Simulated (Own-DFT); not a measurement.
Si$_{4}$SnGe$_{11}$ (diamond-structure random alloy, atoms displaced) (calculated)

All values are calculated (Own-DFT development build). A calculation, not a measurement: plane-wave density functional theory by an unreviewed code, no spin, of a simulated periodic cell, stress positive in tension, run twice, with PBE and with PBEsol, both on files made for PBE, so the change isn't that of files made for PBEsol, forces on such cells moved up to 12 meV/angstrom on a denser k mesh; the far tail of each file's local potential was reset to the Coulomb form; each entry is a single point on an unrelaxed cell, so the pressure reflects the starting lattice, mostly measured values (interpolated for alloys), from which strain is counted, and rises with the displacements; printed positions are rounded, which can move forces by about a meV/angstrom; the program, named Own-DFT, is a retired in-house code; no spin-orbit coupling; stress was not checked against mesh or cutoff.

## Si$_{4}$SnGe$_{11}$ (diamond-structure random alloy, atoms displaced)

```xyz
64
Lattice="11.3064 0.0000 0.0000 0.0000 11.3064 0.0000 0.0000 0.0000 11.3064" Properties=species:S:1:pos:R:3 Si4SnGe11
Si     0.0269    11.2867     0.0063
Ge     0.0072     2.8527     2.8550
Ge     2.8363    11.2718     2.8433
Si     2.8269     2.8367    11.2928
Ge     1.4395     1.4445     1.4569
Ge     1.3500     4.2132     4.2416
Ge     4.2142     1.4038     4.2405
Ge     4.2352     4.2428     1.4268
Ge    11.2894     0.0440     5.7257
Si     0.0029     2.7931     8.4653
Ge     2.7992     0.0084     8.4680
Ge     2.8158     2.8256     5.6325
Ge     1.4057     1.4177     7.0469
Si     1.4221     4.2699     9.9119
Si     4.2499     1.4157     9.8526
Si     4.2391     4.2950     7.0327
Ge     0.0817     5.6028     0.0046
Ge    11.3058     8.4685     2.7996
Ge     2.8507     5.5941     2.8740
Si     2.8366     8.4722    11.2977
Ge     1.4477     7.0599     1.3882
Sn     1.3807     9.8828     4.2406
Si     4.2514     7.0669     4.2252
Ge     4.2436     9.8602     1.4508
Ge    11.3022     5.6759     5.6650
Ge    11.2754     8.4557     8.5385
Ge     2.9201     5.6301     8.4838
Si     2.7592     8.5053     5.6234
Ge     1.4178     7.0880     7.0393
Sn     1.3567     9.8664     9.9005
Si     4.2346     7.0854     9.8004
Ge     4.2117     9.8814     7.0717
Si     5.6282     0.0464     0.0027
Ge     5.6510     2.8456     2.8508
Ge     8.4366    11.2787     2.8802
Ge     8.5073     2.8189    11.2785
Ge     7.0793     1.3696     1.4028
Ge     7.0784     4.2480     4.2509
Ge     9.8509     1.3884     4.1825
Ge     9.8464     4.1898     1.4444
Ge     5.6267     0.0074     5.6302
Ge     5.6332     2.8275     8.5012
Ge     8.4788    11.2913     8.5435
Ge     8.5152     2.8124     5.6093
Ge     7.0786     1.3935     7.0480
Ge     7.1259     4.2080     9.8927
Ge     9.8797     1.4313     9.9141
Ge     9.9166     4.2770     7.0566
Ge     5.6665     5.6893    11.2371
Si     5.6017     8.5053     2.8065
Ge     8.5666     5.6230     2.8720
Ge     8.4324     8.5118     0.0131
Si     7.0803     7.0892     1.4181
Ge     7.0657     9.9402     4.2058
Sn     9.8796     7.0212     4.2290
Si     9.8483     9.8164     1.4130
Ge     5.6946     5.6121     5.6579
Si     5.7037     8.4791     8.4856
Si     8.4914     5.5910     8.4787
Ge     8.4625     8.5180     5.6084
Ge     7.1550     7.0487     7.0621
Ge     7.0779     9.8557     9.9091
Ge     9.9077     7.0184     9.9179
Sn     9.8929     9.8976     7.0686
```

Settings of this run: functional PBE, then PBEsol, potential files PseudoDojo norm-conserving, scalar-relativistic, standard set, wave cutoff 49 hartree, occupations Fermi-Dirac, smearing width 0.1 eV and k mesh 3 x 3 x 3 centred on Gamma.

Results for Si$_{4}$SnGe$_{11}$ (diamond-structure random alloy, atoms displaced): PBE pressure 3.99 GPa; PBE stress xx -3.94 GPa; PBE stress yy -4.02 GPa; PBE stress zz -4.01 GPa; PBE stress yz -0.28 GPa; PBE stress xz -0.23 GPa; PBE stress xy -0.38 GPa; PBEsol pressure 1.32 GPa; PBEsol stress xx -1.27 GPa; PBEsol stress yy -1.35 GPa; PBEsol stress zz -1.34 GPa; PBEsol stress yz -0.26 GPa; PBEsol stress xz -0.22 GPa; PBEsol stress xy -0.36 GPa; rms change of force components from PBE to PBEsol 0.044 eV/Å.

Force:
```
force element  PBE force x (eV/Å)  PBE force y (eV/Å)  PBE force z (eV/Å)  PBEsol force x (eV/Å)  PBEsol force y (eV/Å)  PBEsol force z (eV/Å)
           Si              -1.768               1.177               1.785                 -1.708                  1.189                  1.722
           Ge              -0.484              -0.666              -0.446                 -0.471                 -0.644                 -0.427
           Ge               0.749               1.103              -0.992                  0.727                  1.075                 -0.958
           Si               0.104              -0.081              -0.356                  0.107                 -0.079                 -0.268
           Ge              -0.045              -0.282              -0.818                 -0.043                 -0.274                 -0.727
           Ge               0.586               0.469               0.506                  0.566                  0.449                  0.482
           Ge               0.229               0.188              -0.185                  0.223                  0.178                 -0.178
           Ge               0.147              -0.196              -0.776                  0.166                 -0.166                 -0.709
           Ge               0.087               1.512              -1.185                  0.089                  1.464                 -1.151
           Si               0.217               0.754               0.414                  0.176                  0.704                  0.368
           Ge               1.054               0.822              -0.384                  0.992                  0.763                  -0.42
           Ge               0.195               0.451               0.415                  0.154                  0.397                  0.366
           Ge               0.142               0.613               0.526                  0.164                  0.547                  0.471
           Si               0.404              -1.142               -0.68                  0.387                 -1.042                 -0.668
           Si              -0.417               0.017               0.797                  -0.41                   0.02                    0.7
           Si                0.21              -0.914               0.117                  0.209                 -0.893                  0.114
           Ge              -0.776               0.049               0.254                 -0.788                  0.101                  0.286
           Ge               -0.42              -0.176              -2.031                 -0.376                 -0.206                 -1.933
           Ge              -0.193               0.754              -0.029                 -0.217                  0.692                 -0.066
           Si               1.223              -1.034               0.428                  1.163                 -0.984                  0.464
           Ge               0.461              -0.001               0.214                  0.402                 -0.037                   0.24
           Sn              -0.419               0.632                0.23                 -0.453                  0.661                  0.174
           Si              -0.098               0.368               0.453                 -0.103                  0.285                   0.45
           Ge               0.031               0.334               -1.07                  -0.01                  0.368                 -1.004
           Ge               1.238              -0.988               0.987                  1.195                 -0.963                  0.959
           Ge              -0.268              -2.153              -0.981                 -0.261                  -2.09                 -0.952
           Ge              -0.975                0.11              -0.175                 -0.981                  0.137                 -0.197
           Si               2.065              -1.658               1.035                  1.989                 -1.595                  1.053
           Ge               0.417                -0.1               0.524                  0.359                 -0.127                  0.534
           Sn               1.099               0.277               0.554                  1.065                   0.26                   0.44
           Si               0.458               0.661               0.813                  0.439                  0.569                  0.793
           Ge               0.283              -0.494              -0.149                  0.268                 -0.408                 -0.145
           Si              -0.176              -0.559              -0.324                  -0.13                 -0.587                 -0.273
           Ge               0.151              -0.337              -0.286                  0.143                  -0.32                 -0.271
           Ge               0.874              -0.208              -1.473                  0.815                 -0.172                 -1.383
           Ge              -0.336               -0.21               0.613                 -0.322                 -0.203                   0.59
           Ge              -0.365               0.392              -0.064                 -0.319                  0.413                 -0.022
           Ge               0.152              -0.314              -0.262                  0.151                  -0.31                 -0.247
           Ge               0.735               0.163                0.53                  0.702                  0.168                  0.526
           Ge               0.791               0.255              -0.538                  0.771                  0.245                 -0.511
           Ge               0.079              -0.162               0.329                  0.081                 -0.151                  0.315
           Ge              -0.083               0.173              -0.659                 -0.011                  0.171                 -0.642
           Ge              -0.937               0.944               0.399                 -0.907                  0.914                  0.388
           Ge              -0.188                0.17               0.473                 -0.184                  0.166                  0.446
           Ge              -0.093               0.178               0.297                 -0.091                  0.171                  0.286
           Ge              -0.497               0.424              -0.302                 -0.518                  0.372                 -0.257
           Ge               1.043              -0.422              -0.129                  0.938                  -0.41                 -0.124
           Ge              -0.018              -0.754               0.494                 -0.011                 -0.732                  0.405
           Ge              -0.038               0.313               0.449                 -0.029                  0.239                  0.439
           Si               0.855              -0.884               0.371                  0.836                 -0.784                  0.356
           Ge              -2.735              -1.015              -2.155                 -2.621                 -1.022                  -2.06
           Ge               0.545              -0.874               0.363                  0.524                 -0.841                   0.28
           Si              -0.419              -0.214               0.413                 -0.371                 -0.242                  0.362
           Ge              -1.243              -0.996               0.306                 -1.166                 -0.921                  0.327
           Sn               0.656               1.377               0.533                  0.646                  1.332                  0.519
           Si               0.568               1.147              -0.077                  0.524                  1.086                 -0.048
           Ge              -0.579                0.89               0.003                 -0.488                  0.858                  -0.01
           Si               -0.45              -0.352              -0.298                 -0.392                 -0.303                  -0.33
           Si               0.279               0.484               0.112                  0.277                  0.475                  0.106
           Ge              -1.484              -0.138              -0.045                 -1.435                 -0.137                 -0.039
           Ge              -0.608               0.048               0.506                  -0.59                  0.052                  0.423
           Ge              -1.102               0.778               0.061                  -0.99                  0.755                  0.065
           Ge              -0.592              -0.365               0.066                 -0.534                 -0.314                  0.085
           Sn              -0.325              -0.333               0.498                 -0.314                  -0.32                  0.485
```
